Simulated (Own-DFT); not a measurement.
# Computed records: SiGe3 (layered order of Si and Ge on the diamond lattice, atoms displaced)

A calculation, not a measurement: plane-wave density functional theory by an unreviewed code, no spin, of a simulated periodic cell, stress positive in tension, run twice, with PBE and with PBEsol, both on files made for PBE, so the change isn't that of files made for PBEsol, forces on such cells moved up to 12 meV/angstrom on a denser k mesh; the far tail of each file's local potential was reset to the Coulomb form; each entry is a single point on an unrelaxed cell, so the pressure reflects the starting lattice, mostly measured values (interpolated for alloys), from which strain is counted, and rises with the displacements; printed positions are rounded, which can move forces by about a meV/angstrom; the program, named Own-DFT, is a retired in-house code; no spin-orbit coupling; stress was not checked against mesh or cutoff. Program: Own-DFT development build.

```cif
# cell vector a (Å): 11.2025 0.0000 0.0000
# cell vector b (Å): 0.0000 11.2025 0.0000
# cell vector c (Å): 0.0000 0.0000 11.2025
data_SiGe3
_symmetry_space_group_name_H-M 'P 1'
_symmetry_Int_Tables_number 1
_cell_length_a 11.2025
_cell_length_b 11.2025
_cell_length_c 11.2025
_cell_angle_alpha 90.000
_cell_angle_beta 90.000
_cell_angle_gamma 90.000
_cell_volume 1405.87
loop_
_atom_site_label
_atom_site_type_symbol
_atom_site_fract_x
_atom_site_fract_y
_atom_site_fract_z
_atom_site_occupancy
Ge1 Ge 0.99792 0.99879 0.98880 1
Ge2 Ge 0.00066 0.23986 0.25816 1
Ge3 Ge 0.24658 0.99809 0.24931 1
Ge4 Ge 0.24484 0.25385 0.00064 1
Ge5 Ge 0.12198 0.12940 0.12805 1
Ge6 Ge 0.12970 0.37472 0.37313 1
Ge7 Ge 0.38441 0.12922 0.37089 1
Ge8 Ge 0.38060 0.37859 0.13087 1
Ge9 Ge 0.00067 0.00195 0.50514 1
Si1 Si 0.00739 0.24669 0.75435 1
Si2 Si 0.25912 0.00586 0.74582 1
Ge10 Ge 0.24593 0.25090 0.49788 1
Ge11 Ge 0.11778 0.12388 0.62058 1
Si3 Si 0.11672 0.37418 0.87310 1
Si4 Si 0.37335 0.13044 0.87492 1
Ge12 Ge 0.37580 0.37618 0.62854 1
Ge13 Ge 0.98859 0.51327 0.99396 1
Ge14 Ge 0.99139 0.74373 0.24854 1
Ge15 Ge 0.25659 0.49103 0.25101 1
Ge16 Ge 0.25601 0.75041 0.99774 1
Ge17 Ge 0.12381 0.62830 0.12173 1
Ge18 Ge 0.13460 0.87093 0.38017 1
Ge19 Ge 0.38249 0.62236 0.37059 1
Ge20 Ge 0.37852 0.88137 0.11930 1
Ge21 Ge 0.99718 0.50515 0.51031 1
Si5 Si 0.00062 0.74708 0.75630 1
Si6 Si 0.24289 0.49121 0.75672 1
Ge22 Ge 0.24589 0.74685 0.49420 1
Ge23 Ge 0.12408 0.61218 0.62778 1
Si7 Si 0.12965 0.87389 0.87525 1
Si8 Si 0.37430 0.62197 0.87337 1
Ge24 Ge 0.37503 0.86397 0.62734 1
Ge25 Ge 0.50091 0.99160 0.00046 1
Ge26 Ge 0.49943 0.24443 0.24294 1
Ge27 Ge 0.74675 0.00295 0.25540 1
Ge28 Ge 0.75565 0.25289 0.00122 1
Ge29 Ge 0.62461 0.12039 0.11372 1
Ge30 Ge 0.62164 0.37239 0.36597 1
Ge31 Ge 0.86753 0.13476 0.37505 1
Ge32 Ge 0.87306 0.36256 0.13325 1
Ge33 Ge 0.50140 0.00642 0.49849 1
Si9 Si 0.51156 0.25996 0.74943 1
Si10 Si 0.74263 0.99606 0.74648 1
Ge34 Ge 0.75476 0.24605 0.49782 1
Ge35 Ge 0.63285 0.12900 0.62951 1
Si11 Si 0.62109 0.37376 0.87666 1
Si12 Si 0.87311 0.12986 0.86660 1
Ge36 Ge 0.86857 0.38112 0.62132 1
Ge37 Ge 0.49219 0.50195 0.99437 1
Ge38 Ge 0.49717 0.75249 0.24990 1
Ge39 Ge 0.75081 0.49570 0.24959 1
Ge40 Ge 0.74547 0.75133 0.00898 1
Ge41 Ge 0.62832 0.63289 0.11972 1
Ge42 Ge 0.62488 0.87823 0.37957 1
Ge43 Ge 0.87994 0.62136 0.37393 1
Ge44 Ge 0.87173 0.87535 0.13111 1
Ge45 Ge 0.50943 0.49881 0.50138 1
Si13 Si 0.50777 0.75059 0.74410 1
Si14 Si 0.75119 0.50056 0.75148 1
Ge46 Ge 0.73690 0.74794 0.49638 1
Ge47 Ge 0.61950 0.63293 0.61583 1
Si15 Si 0.63138 0.87334 0.87062 1
Si16 Si 0.87967 0.62606 0.87659 1
Ge48 Ge 0.88253 0.88927 0.61958 1
_calc_functional 'PBE, then PBEsol'
_calc_potential_files 'PseudoDojo norm-conserving, scalar-relativistic, standard set'
_calc_wave_cutoff 42  # hartree
_calc_occupations 'Fermi-Dirac'
_calc_smearing_width 0.1  # eV
_calc_k_mesh '3 x 3 x 3 centred on Gamma'
_calc_PBE_pressure 4.12  # GPa
_calc_PBE_stress_xx -4.03  # GPa
_calc_PBE_stress_yy -4.09  # GPa
_calc_PBE_stress_zz -4.23  # GPa
_calc_PBE_stress_yz 0.77  # GPa
_calc_PBE_stress_xz 0.57  # GPa
_calc_PBE_stress_xy -0.59  # GPa
_calc_PBEsol_pressure 1.4  # GPa
_calc_PBEsol_stress_xx -1.32  # GPa
_calc_PBEsol_stress_yy -1.38  # GPa
_calc_PBEsol_stress_zz -1.51  # GPa
_calc_PBEsol_stress_yz 0.73  # GPa
_calc_PBEsol_stress_xz 0.54  # GPa
_calc_PBEsol_stress_xy -0.57  # GPa
_calc_rms_change_of_force_components_from_PBE_to_PBEsol 0.051  # eV/angstrom
```

Force:
```
force element  PBE force x (eV/Å)  PBE force y (eV/Å)  PBE force z (eV/Å)  PBEsol force x (eV/Å)  PBEsol force y (eV/Å)  PBEsol force z (eV/Å)
           Ge              -0.105               0.212               0.664                 -0.105                  0.208                  0.712
           Ge               0.454               1.341              -0.342                  0.428                    1.3                 -0.339
           Ge                0.77               0.584              -0.033                  0.753                  0.566                 -0.031
           Ge               0.486               0.356              -0.141                  0.467                  0.336                 -0.065
           Ge              -0.007              -1.164              -0.894                 -0.003                 -1.122                  -0.85
           Ge              -1.265               0.392                0.57                 -1.205                  0.361                  0.553
           Ge              -1.737              -0.562               0.421                 -1.677                 -0.546                  0.402
           Ge              -0.292              -0.787              -1.423                  -0.29                 -0.759                 -1.366
           Ge               0.402               0.507              -2.692                  0.387                  0.495                 -2.581
           Si              -1.237               0.498               -0.77                 -1.204                  0.468                 -0.846
           Si              -0.872              -0.556               0.432                 -0.867                 -0.561                  0.349
           Ge                0.99              -0.415               0.347                  0.952                 -0.395                  0.323
           Ge                1.59               0.511               1.354                  1.538                  0.483                  1.232
           Si               0.041               0.405               0.724                  0.037                  0.409                  0.806
           Si               0.801              -0.051              -0.373                  0.791                 -0.032                 -0.291
           Ge              -0.092               0.003               0.084                 -0.085                  0.006                  0.017
           Ge               1.487               -2.59                1.45                  1.481                 -2.525                   1.48
           Ge               1.472               0.989               0.214                  1.418                  0.945                  0.203
           Ge               -0.92               1.611              -0.165                 -0.875                  1.548                 -0.154
           Ge              -0.253               0.085               -0.26                 -0.247                  0.089                 -0.179
           Ge               0.542              -0.621               0.266                  0.512                 -0.593                  0.252
           Ge              -2.222               0.756               -1.13                  -2.14                  0.732                  -1.09
           Ge              -0.622              -0.234               0.669                 -0.603                 -0.222                  0.641
           Ge              -1.033              -1.129               1.184                 -0.992                 -1.101                  1.146
           Ge               0.076              -1.134               -1.74                  0.069                 -1.093                 -1.683
           Si               0.361               0.659              -0.603                  0.364                  0.648                 -0.667
           Si               0.904               0.435              -0.005                  0.896                  0.435                 -0.086
           Ge               1.217              -1.606               1.409                  1.185                 -1.542                  1.356
           Ge               0.739               1.797               1.111                  0.688                  1.734                  0.999
           Si               0.238               0.255              -0.948                  0.244                  0.259                 -0.858
           Si              -0.302               0.501              -1.231                  -0.29                  0.499                 -1.137
           Ge              -0.034               1.259              -0.334                 -0.043                  1.227                 -0.393
           Ge               0.318               1.114              -2.211                  0.298                  1.082                 -2.059
           Ge               0.815               0.258              -0.465                  0.781                  0.261                 -0.437
           Ge              -0.023               0.055              -0.577                 -0.024                  0.048                 -0.558
           Ge              -0.776              -0.576              -1.245                  -0.75                  -0.56                 -1.126
           Ge               0.517               0.234               0.686                  0.498                  0.227                  0.683
           Ge               0.391              -0.407               0.801                  0.388                 -0.385                  0.773
           Ge               1.096              -2.273               0.003                  1.061                 -2.191                      0
           Ge               0.976                1.41              -0.345                  0.916                  1.361                 -0.327
           Ge              -0.125              -0.511               1.095                 -0.107                   -0.5                  1.034
           Si              -1.264              -1.141                0.27                  -1.26                 -1.142                   0.17
           Si               1.449               0.578               0.555                  1.434                  0.586                  0.453
           Ge              -1.404                1.68               0.709                 -1.351                  1.619                   0.68
           Ge              -0.931              -0.139              -0.156                 -0.897                 -0.128                 -0.236
           Si               1.058               0.916               0.094                  1.054                  0.919                   0.19
           Si              -0.269              -0.698              -0.045                 -0.282                 -0.692                  0.028
           Ge               0.577               -1.05               1.249                  0.576                  -1.02                  1.134
           Ge               1.136              -0.042               0.376                  1.101                 -0.057                  0.444
           Ge               0.615               0.488              -0.407                  0.596                  0.467                 -0.393
           Ge              -0.059               0.611               -0.33                 -0.052                  0.576                 -0.311
           Ge               1.571               0.802              -2.256                  1.518                  0.766                 -2.104
           Ge              -1.536              -1.884               1.239                  -1.48                 -1.805                  1.202
           Ge              -0.714               0.132               -0.75                 -0.687                  0.129                 -0.723
           Ge              -1.335              -0.086               0.725                 -1.293                 -0.082                  0.692
           Ge               0.307               0.769              -0.584                  0.286                  0.727                 -0.561
           Ge              -1.235              -0.528              -0.508                 -1.199                 -0.497                 -0.504
           Si              -0.759              -0.248               1.457                 -0.751                 -0.252                  1.348
           Si              -0.725               0.627               0.395                 -0.709                  0.606                  0.316
           Ge               2.821               0.773              -0.263                  2.704                  0.747                 -0.267
           Ge                0.77              -1.339               2.031                  0.759                 -1.306                  1.875
           Si               -0.66              -0.364                0.17                 -0.654                  -0.37                  0.266
           Si              -2.244               1.316              -1.368                 -2.204                  1.279                 -1.257
           Ge              -1.936              -2.783               1.839                 -1.855                 -2.673                  1.723
```
